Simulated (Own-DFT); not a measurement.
# One host, several defects: C11b WSi2

No measurement is shown. These are fixed-geometry runs of a retired plane-wave code named Own-DFT, which no person has reviewed; spin and spin-orbit coupling are neglected.

Method: PBE; PseudoDojo norm-conserving scalar-relativistic files; cutoff 50 hartree; 5 x 5 x 5 k mesh centred on Gamma; cold (Marzari-Vanderbilt) smearing of 0.2 eV.

Known weak points: forces on such cells failed a check on a denser k mesh; stress not checked against mesh or cutoff.

All runs share one cell, with vectors in Å (-2.148, -5.953, 3.409); (-6.444, 2.976, 1.136); (-2.553, -2.948, -6.757) and a volume of 403.2 Å³. Atoms were moved at random from their sites; u is the rms move along one axis. The defect's site can differ from row to row.

| cell | formula | u (Å) | P (GPa) |
|---|---|---|---|
| no defect | Si20W10 | 0.0210 | 4.46 |
| no defect | Si20W10 | 0.0210 | 4.51 |
| no defect | Si20W10 | 0.0486 | 6.63 |
| one Si vacancy | Si19W10 | 0.0293 | 3.15 |
| one Si vacancy | Si19W10 | 0.0487 | 4.38 |
| one Si vacancy | Si19W10 | 0.0532 | 4.82 |
| one W on a Si site | Si19W11 | 0.0266 | 10.00 |
| one W on a Si site | Si19W11 | 0.0338 | 9.90 |
| one W on a Si site | Si19W11 | 0.0450 | 10.89 |
| one W vacancy | Si20W9 | 0.0308 | 3.55 |
| one W vacancy | Si20W9 | 0.0312 | 3.60 |
| one W vacancy | Si20W9 | 0.0522 | ? |
| one W vacancy | Si20W9 | 0.0543 | 5.62 |
| one Si on a W site | Si21W9 | 0.0271 | 5.90 |
| one Si on a W site | Si21W9 | 0.0334 | 6.32 |
| one Si on a W site | Si21W9 | 0.0554 | 7.91 |

## Working it out

P = P0 + c u² + a shift for each defect gives P0 = 4.19 GPa, c = 938 ± 54 GPa/Å² and a scatter of 0.18 GPa. The shifts, and each times the cell's volume:

- one W on a Si site: 4.87 ± 0.15 GPa, 12.2 eV
- one Si on a W site: 0.98 ± 0.15 GPa, 2.5 eV
- one W vacancy: -1.45 ± 0.15 GPa, -3.7 eV
- one Si vacancy: -1.97 ± 0.16 GPa, -5.0 eV

Against the defect-free cell, a freed cell would be larger where the shift is positive and smaller where it is negative (160.2 GPa Å³ is 1 eV). The atoms around the defects weren't relaxed, which would change these numbers.

## Test on the hidden row

Q: what pressure belongs in the blank (one W vacancy, u = 0.0522 Å)?

The fitted form gives 5.29 ± 0.22 GPa. The calculation gave 5.04 GPa.
